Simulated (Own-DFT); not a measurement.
# Which defects push the lattice out? D0_22 TiAl3

No measurement is shown. These are fixed-geometry runs of a retired plane-wave code named Own-DFT, which no person has reviewed; spin and spin-orbit coupling are neglected.

Common settings: PBE; PseudoDojo norm-conserving scalar-relativistic files; cutoff 42 hartree; 4 x 4 x 4 k mesh centred on Gamma; cold (Marzari-Vanderbilt) smearing of 0.2 eV.

Limits: forces on such cells failed a check on a denser k mesh; stress not checked against mesh or cutoff.

All runs share one cell, with vectors in Å (-2.365, -6.981, 4.326); (-7.667, 3.491, 1.442); (-2.950, -3.488, -7.241) and a volume of 625.4 Å³. Atoms were moved at random from their sites; u is the rms move along one axis. The defect's site can differ from row to row.

| cell | formula | u (Å) | P (GPa) |
|---|---|---|---|
| no defect | Al30Ti10 | 0.0202 | 1.97 |
| no defect | Al30Ti10 | 0.0517 | 2.75 |
| no defect | Al30Ti10 | 0.0536 | 2.79 |
| two Al on a Ti site each | Al32Ti8 | 0.0270 | 2.84 |
| two Al on a Ti site each | Al32Ti8 | 0.0314 | 2.94 |
| two Al on a Ti site each | Al32Ti8 | 0.0495 | ? |
| two Al on a Ti site each | Al32Ti8 | 0.0545 | 3.45 |
| two Ti on an Al site each | Al28Ti12 | 0.0269 | 3.25 |
| two Ti on an Al site each | Al28Ti12 | 0.0299 | 3.34 |
| two Ti on an Al site each | Al28Ti12 | 0.0508 | 3.87 |
| two Al vacancies | Al28Ti10 | 0.0302 | 1.16 |
| two Al vacancies | Al28Ti10 | 0.0455 | 1.50 |
| two Al vacancies | Al28Ti10 | 0.0490 | 1.84 |

## What the rows give

P = P0 + c u² + a shift for each defect gives P0 = 1.86 GPa, c = 325 ± 24 GPa/Å² and a scatter of 0.08 GPa. The shifts, and each times the cell's volume:

- two Ti on an Al site each: 1.18 ± 0.06 GPa, 4.6 eV (2.3 eV for each of its 2 sites)
- two Al on a Ti site each: 0.71 ± 0.06 GPa, 2.8 eV (1.4 eV for each of its 2 sites)
- two Al vacancies: -0.94 ± 0.06 GPa, -3.7 eV (-1.8 eV for each of its 2 sites)

A positive shift means that the defect pushes the cell outwards. Shift times volume (160.2 GPa Å³ is 1 eV) depends little on the cell's size, so, taken for each site, it can be compared between cells at like pressure. The atoms around the defects weren't relaxed, which would change these numbers.

## The run left out

The question: what pressure belongs in the blank (two Al on a Ti site each, u = 0.0495 Å)?

Estimate: 3.37 ± 0.09 GPa. The calculation gave 3.37 GPa.
